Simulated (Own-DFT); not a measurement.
## Calculated data, GaN (wurtzite, atoms displaced)

All values are calculated (Own-DFT development build). A calculation, not a measurement: plane-wave PBE density functional theory by an unreviewed code, no spin, of a simulated periodic cell, stress positive in tension, free energy of the whole cell less one offset for each atom, forces on such cells passed a denser k mesh, this cell's mesh not checked; offsets are fitted by least squares, one for each functional and potential file, so energies compare only between cells with the same atoms and settings and are not formation energies; the far tail of each file's local potential was reset to the Coulomb form; each entry is a single point on an unrelaxed cell, so the pressure reflects the starting lattice, mostly measured values (interpolated for alloys), from which strain is counted, and rises with the displacements; printed positions are rounded, which can move forces by about a meV/angstrom; the program, named Own-DFT, is a retired in-house code; no spin-orbit coupling.

Common to all runs: functional PBE; potential files PseudoDojo norm-conserving, scalar-relativistic, standard set with the stringent files for Ga; wave cutoff 96 hartree; occupations Gaussian; smearing width 0.01 eV; k mesh 3 x 4 x 3 centred on Gamma.

(1) GaN (wurtzite, atoms displaced)

```
CELL_PARAMETERS angstrom
12.75600 0.00000 0.00000
-4.78350 8.28530 0.00000
0.00000 0.00000 10.37000
ATOMIC_POSITIONS crystal
Ga 0.08506 0.22202 0.99226
Ga 0.16298 0.11188 0.24858
N 0.08006 0.21597 0.18806
N 0.17329 0.11309 0.44537
Ga 0.09144 0.22355 0.49175
Ga 0.16676 0.11482 0.74853
N 0.08641 0.23141 0.68096
N 0.16980 0.11079 0.94057
Ga 0.08675 0.55702 0.00065
Ga 0.16182 0.44066 0.24779
N 0.08165 0.54958 0.18948
N 0.16315 0.43701 0.44479
Ga 0.08463 0.55409 0.49752
Ga 0.16010 0.44284 0.74743
N 0.08381 0.54863 0.68566
N 0.16966 0.44510 0.94396
Ga 0.07710 0.88293 0.00348
Ga 0.15950 0.78056 0.25731
N 0.08543 0.89934 0.18649
N 0.16153 0.76393 0.44420
Ga 0.08024 0.89092 0.49219
Ga 0.16812 0.78032 0.75783
N 0.08415 0.90109 0.69150
N 0.15945 0.76597 0.93806
Ga 0.33429 0.22441 0.00172
Ga 0.40863 0.10603 0.24969
N 0.33985 0.23434 0.18831
N 0.40532 0.10097 0.43202
Ga 0.33317 0.21501 0.50334
Ga 0.41089 0.11041 0.75739
N 0.33129 0.21666 0.68283
N 0.41461 0.10720 0.93613
Ga 0.32663 0.53865 0.00451
Ga 0.41311 0.44843 0.25286
N 0.33465 0.54904 0.19224
N 0.42160 0.44814 0.43500
Ga 0.33152 0.55760 0.49578
Ga 0.41739 0.44421 0.75649
N 0.33658 0.55688 0.68158
N 0.41419 0.44112 0.93658
Ga 0.33834 0.89322 0.00160
Ga 0.41670 0.78510 0.24609
N 0.33601 0.89075 0.18830
N 0.41570 0.77517 0.43412
Ga 0.33162 0.88898 0.48981
Ga 0.41330 0.76814 0.74406
N 0.34006 0.89001 0.68969
N 0.41242 0.78178 0.93780
Ga 0.58215 0.22214 0.99916
Ga 0.66528 0.10720 0.25718
N 0.58894 0.22807 0.19006
N 0.66586 0.11268 0.43878
Ga 0.58983 0.21971 0.50331
Ga 0.67997 0.11884 0.74685
N 0.58293 0.22659 0.69490
N 0.66488 0.11190 0.94005
Ga 0.58613 0.54742 0.00728
Ga 0.66550 0.44620 0.24331
N 0.58587 0.56774 0.19349
N 0.66632 0.44345 0.43344
Ga 0.58794 0.54964 0.50048
Ga 0.67353 0.45149 0.75354
N 0.57627 0.55044 0.69740
N 0.66826 0.44243 0.93848
Ga 0.58002 0.89197 0.00367
Ga 0.66130 0.76866 0.25702
N 0.57771 0.88081 0.18860
N 0.66211 0.77752 0.44144
Ga 0.58422 0.88209 0.50204
Ga 0.65641 0.77794 0.75642
N 0.57982 0.89273 0.68140
N 0.66753 0.78281 0.92922
Ga 0.83165 0.20964 0.00375
Ga 0.91783 0.11111 0.25214
N 0.84069 0.22804 0.18257
N 0.91061 0.10223 0.43615
Ga 0.83587 0.22725 0.50069
Ga 0.90296 0.10164 0.74978
N 0.83384 0.22260 0.68114
N 0.92272 0.11548 0.94087
Ga 0.82904 0.55585 0.00227
Ga 0.91610 0.43889 0.24544
N 0.83256 0.54546 0.19090
N 0.92394 0.44164 0.44383
Ga 0.83519 0.55970 0.49824
Ga 0.92114 0.45063 0.74744
N 0.83757 0.55491 0.68933
N 0.92043 0.44239 0.93857
Ga 0.84308 0.89448 0.99876
Ga 0.91260 0.78049 0.25227
N 0.84394 0.88727 0.18298
N 0.91746 0.77785 0.43128
Ga 0.83610 0.88570 0.49993
Ga 0.91997 0.78051 0.75244
N 0.83928 0.89385 0.68615
N 0.91438 0.76807 0.94610
```

| Quantity | Value |
| --- | --- |
| free energy of cell above offsets | -4.495 eV |
| pressure | 7.27 GPa |
| stress xx | -6.33 GPa |
| stress yy | -7.64 GPa |
| stress zz | -7.84 GPa |
| stress yz | 0.03 GPa |
| stress xz | -0.35 GPa |
| stress xy | 1.22 GPa |

Force:
```
element  x (eV/Å)  y (eV/Å)  z (eV/Å)
     Ga     0.546     0.224     1.031
     Ga     1.247     1.106     0.452
      N      0.05     0.916    -0.375
      N    -0.923    -0.907    -1.993
     Ga     -1.63    -0.981     1.443
     Ga    -0.423     0.929     0.121
      N     -0.39    -1.597     0.896
      N    -0.473    -0.537    -0.372
     Ga     -0.49     -1.17     0.334
     Ga     0.962     -0.05     0.685
      N    -0.259     1.463      0.04
      N     0.321      1.28    -1.921
     Ga     0.528    -1.169     1.153
     Ga     2.013     0.076     0.489
      N    -1.181     1.881     0.114
      N     -0.83     -0.56    -1.235
     Ga     1.347     0.538     -0.76
     Ga     1.104    -0.732    -1.066
      N     0.222    -1.551     0.947
      N    -0.753     2.389    -1.034
     Ga     1.101    -0.255     1.765
     Ga      0.29     0.021    -1.926
      N     0.726     -1.94    -0.858
      N     0.243     2.166     0.961
     Ga     0.202    -0.565     0.095
     Ga     0.902     1.444    -0.408
      N    -0.553    -1.408    -0.123
      N     1.529     1.177     0.574
     Ga      0.56     1.744    -0.716
     Ga     1.188    -0.278    -1.902
      N    -0.046       0.8     1.705
      N    -0.251     1.004     1.497
     Ga     0.603     2.322     0.028
     Ga      1.73    -0.441     0.581
      N    -2.241      1.31     -0.72
      N    -0.333    -0.697     1.133
     Ga     0.978    -0.623     0.078
     Ga    -1.051     -0.77    -1.665
      N    -0.423    -1.156     0.859
      N     0.904     0.297     1.191
     Ga    -1.296    -0.931    -0.278
     Ga     0.319     -1.76     0.675
      N    -1.655    -0.341    -0.119
      N    -0.117     0.635     -0.03
     Ga       0.6    -0.859     1.936
     Ga    -0.231     1.267     1.002
      N    -1.644    -0.094    -0.673
      N     1.454    -1.481    -0.047
     Ga     0.302    -0.376      0.32
     Ga     0.211     0.441     -1.55
      N    -0.856    -1.269    -0.401
      N     1.139    -0.755     0.337
     Ga    -2.184     0.407     0.451
     Ga    -3.192      -1.1     0.813
      N      0.69    -0.126    -0.578
      N      0.84     -0.04    -0.511
     Ga    -1.385     1.517    -1.047
     Ga     0.165     -0.08     0.938
      N     0.402    -2.729    -1.315
      N     1.005    -0.164     0.456
     Ga    -1.734     0.308     0.868
     Ga    -0.989    -0.607    -0.697
      N     1.855     1.011    -1.269
      N    -0.463     0.047     0.439
     Ga      0.35    -0.789    -0.981
     Ga     0.352     2.802    -0.339
      N     1.152     1.237     0.369
      N     2.192    -0.716    -0.165
     Ga    -1.592     0.834    -0.536
     Ga     0.836     -0.22    -2.538
      N      0.87      0.21     1.404
      N     0.457    -0.194     3.459
     Ga     -0.78     1.621    -1.064
     Ga    -0.385     -0.48    -0.462
      N    -0.657    -2.001     1.584
      N     0.683     0.875     0.301
     Ga     0.438    -1.083        -1
     Ga      2.18     1.692      -0.1
      N     0.652     0.812     1.001
      N    -0.645    -0.999    -1.184
     Ga     1.908    -1.454     0.403
     Ga     0.117     0.534     1.063
      N    -0.586     1.593    -0.153
      N    -2.042     0.467     -1.36
     Ga     0.566     -1.08    -0.097
     Ga     0.542    -0.806     0.964
      N    -0.799     0.966    -0.564
      N    -0.869    -0.364    -0.119
     Ga    -1.404    -0.795     -0.22
     Ga     1.955    -1.559    -1.104
      N    -3.187     0.843     0.303
      N    -0.114    -0.255     1.254
     Ga    -1.133     0.316      0.15
     Ga    -0.165    -0.056     0.106
      N    -0.809    -1.751     0.269
      N    -0.362     1.182    -1.464
```

(2) GaN (wurtzite, atoms displaced)

```
CELL_PARAMETERS angstrom
12.75600 0.00000 0.00000
-4.78350 8.28530 0.00000
0.00000 0.00000 10.37000
ATOMIC_POSITIONS crystal
Ga 0.07907 0.21678 0.01153
Ga 0.17927 0.11418 0.25678
N 0.08223 0.21586 0.19051
N 0.17225 0.10794 0.44136
Ga 0.08703 0.22222 0.49328
Ga 0.17209 0.10466 0.75334
N 0.08712 0.22266 0.68786
N 0.16691 0.11549 0.93286
Ga 0.08830 0.55802 0.00341
Ga 0.17275 0.44992 0.24667
N 0.07696 0.54716 0.19109
N 0.17084 0.44501 0.44346
Ga 0.07897 0.55631 0.49605
Ga 0.16765 0.45019 0.74558
N 0.08330 0.54862 0.68514
N 0.17591 0.45225 0.94150
Ga 0.08483 0.88296 0.99284
Ga 0.15979 0.77804 0.25554
N 0.07802 0.88029 0.19369
N 0.17359 0.78000 0.43428
Ga 0.08574 0.89618 0.50200
Ga 0.16909 0.78189 0.74418
N 0.07755 0.89363 0.68202
N 0.16066 0.77708 0.94241
Ga 0.32580 0.21637 0.99597
Ga 0.41422 0.11289 0.24639
N 0.32922 0.22307 0.18799
N 0.40976 0.10327 0.44008
Ga 0.33234 0.21967 0.50073
Ga 0.41501 0.11248 0.74378
N 0.32985 0.22248 0.69721
N 0.40615 0.09545 0.94533
Ga 0.33879 0.55840 0.00013
Ga 0.41526 0.44614 0.24722
N 0.33835 0.54879 0.18371
N 0.42003 0.44175 0.44991
Ga 0.33245 0.55298 0.49526
Ga 0.42958 0.45065 0.74506
N 0.34089 0.55714 0.68699
N 0.42258 0.43940 0.93467
Ga 0.33655 0.89514 0.00409
Ga 0.41049 0.76991 0.25273
N 0.33339 0.88423 0.19839
N 0.41536 0.77464 0.44095
Ga 0.33139 0.89133 0.50089
Ga 0.42437 0.78072 0.75554
N 0.33016 0.88603 0.68379
N 0.41953 0.78213 0.94167
Ga 0.59650 0.23205 0.99894
Ga 0.66783 0.10994 0.24625
N 0.58811 0.23110 0.18735
N 0.66899 0.12032 0.42936
Ga 0.58304 0.22360 0.49822
Ga 0.65840 0.10149 0.75267
N 0.58232 0.21719 0.68733
N 0.66464 0.11279 0.94399
Ga 0.58043 0.55134 0.99176
Ga 0.66561 0.44515 0.25824
N 0.58709 0.56161 0.18238
N 0.66287 0.44391 0.43113
Ga 0.58465 0.54868 0.50137
Ga 0.66840 0.44457 0.75556
N 0.58236 0.55537 0.68160
N 0.66938 0.44287 0.93366
Ga 0.58761 0.90397 0.00085
Ga 0.66272 0.77337 0.24525
N 0.59050 0.88594 0.19185
N 0.66490 0.77881 0.44177
Ga 0.57818 0.87800 0.49732
Ga 0.67040 0.77639 0.74530
N 0.59075 0.89625 0.68932
N 0.66437 0.77978 0.93757
Ga 0.83257 0.21914 0.00513
Ga 0.92605 0.11642 0.25431
N 0.83497 0.22845 0.19836
N 0.91473 0.12154 0.43588
Ga 0.84010 0.23125 0.50688
Ga 0.91809 0.11080 0.75638
N 0.83147 0.22226 0.69203
N 0.91515 0.10643 0.94192
Ga 0.83108 0.55293 0.99925
Ga 0.91366 0.44020 0.24972
N 0.83403 0.55994 0.19177
N 0.92026 0.45553 0.43827
Ga 0.82607 0.55281 0.50101
Ga 0.92025 0.44726 0.75776
N 0.83409 0.55968 0.69390
N 0.90886 0.43438 0.93858
Ga 0.83123 0.87796 0.00652
Ga 0.91838 0.78612 0.24641
N 0.82234 0.88989 0.18999
N 0.91902 0.78220 0.43603
Ga 0.83690 0.88498 0.50876
Ga 0.91425 0.77446 0.74995
N 0.82935 0.89539 0.68716
N 0.91592 0.78614 0.93389
```

| Quantity | Value |
| --- | --- |
| free energy of cell above offsets | -4.564 eV |
| pressure | 7.12 GPa |
| stress xx | -7.28 GPa |
| stress yy | -6.73 GPa |
| stress zz | -7.36 GPa |
| stress yz | 0.14 GPa |
| stress xz | 0.55 GPa |
| stress xy | -0.52 GPa |

Force:
```
element  x (eV/Å)  y (eV/Å)  z (eV/Å)
     Ga     0.394     0.607    -2.291
     Ga    -2.609    -1.618    -0.406
      N     1.554      0.92     0.987
      N    -1.113     0.725    -0.605
     Ga    -0.819    -0.244     1.377
     Ga    -2.424     0.977    -0.719
      N    -0.195    -0.261     -0.05
      N    -0.686    -1.155     1.642
     Ga    -0.549    -0.737    -0.209
     Ga     -0.71    -0.767     0.608
      N     1.112     1.017    -0.119
      N    -0.988    -0.034    -1.579
     Ga     1.386     0.463     0.359
     Ga      1.96    -1.093     0.669
      N     -1.24     1.568     0.169
      N    -1.058    -0.957    -0.195
     Ga     -2.18     1.596     1.487
     Ga     1.293    -0.879    -0.996
      N     0.543     2.057    -1.466
      N    -1.667    -0.462     1.452
     Ga     0.229    -1.679    -0.972
     Ga    -0.699    -0.936     0.554
      N     1.223    -0.984     1.315
      N     2.263    -0.714    -1.422
     Ga     1.229     0.562     0.129
     Ga     1.101     -0.07     0.342
      N     1.666     0.648    -0.746
      N     0.675     1.653    -0.608
     Ga     0.645     0.487     1.111
     Ga     0.212    -0.598     1.196
      N     1.612     0.515    -1.542
      N     0.768     3.689    -1.642
     Ga     0.621    -0.103    -1.111
     Ga     2.357    -0.396     1.148
      N    -1.831     1.113     0.524
      N    -0.762    -0.212    -1.979
     Ga     0.825     0.434     1.516
     Ga    -2.803      -1.2     0.803
      N    -0.608     0.352      0.35
      N    -1.504    -0.205    -0.059
     Ga    -0.113    -2.749     0.923
     Ga     1.442     0.829    -0.005
      N    -0.996     0.302    -1.235
      N    -0.495     0.017    -0.467
     Ga     1.148    -0.935    -0.394
     Ga    -0.664    -0.548    -0.956
      N     0.841     0.421     1.011
      N    -0.094    -0.017     0.173
     Ga    -2.617     -0.86     0.996
     Ga    -0.254    -0.018      0.57
      N    -0.521    -0.949    -0.124
      N     0.147     -0.69     1.797
     Ga     0.273    -1.026     -0.34
     Ga     1.204     1.946    -0.059
      N    -0.519     0.895     0.204
      N     1.073     0.614    -1.174
     Ga     0.823     1.093       1.2
     Ga       0.1      0.67     -3.23
      N    -0.305    -1.783     0.303
      N     0.681    -0.199     2.741
     Ga    -0.801     1.578    -0.913
     Ga    -0.138    -0.395    -1.802
      N     2.388     0.445     1.032
      N    -0.676     0.616     0.833
     Ga     0.504    -2.649     0.935
     Ga     0.571    -0.219     1.832
      N    -3.052     0.809    -0.945
      N       1.3    -0.928    -0.428
     Ga     0.203     2.002     0.208
     Ga    -1.126      0.21     0.953
      N    -0.642    -1.835    -0.521
      N     0.378     -0.27    -0.435
     Ga     0.488    -0.158     0.352
     Ga    -2.354    -0.971    -0.146
      N     0.702    -1.451    -1.795
      N     1.891    -1.113     0.892
     Ga    -1.346    -0.395    -0.629
     Ga      0.17     0.854    -0.727
      N    -0.036     0.197     0.551
      N    -0.156     0.129     0.567
     Ga     0.596     0.836     0.744
     Ga    -0.601     1.245     0.556
      N     -0.17    -0.201     -0.62
      N    -1.036    -0.844     0.148
     Ga     1.116     0.749    -0.085
     Ga    -0.248    -0.751    -1.236
      N      0.06    -0.916    -0.955
      N     0.868     1.268     0.894
     Ga    -1.544     1.164    -0.453
     Ga    -1.374    -0.862     0.607
      N     2.634     0.782     0.052
      N     0.008    -0.408     0.471
     Ga    -1.405      1.05    -2.027
     Ga    -0.595     1.324    -0.247
      N     1.744    -0.517     0.826
      N     1.299    -1.471     0.555
```
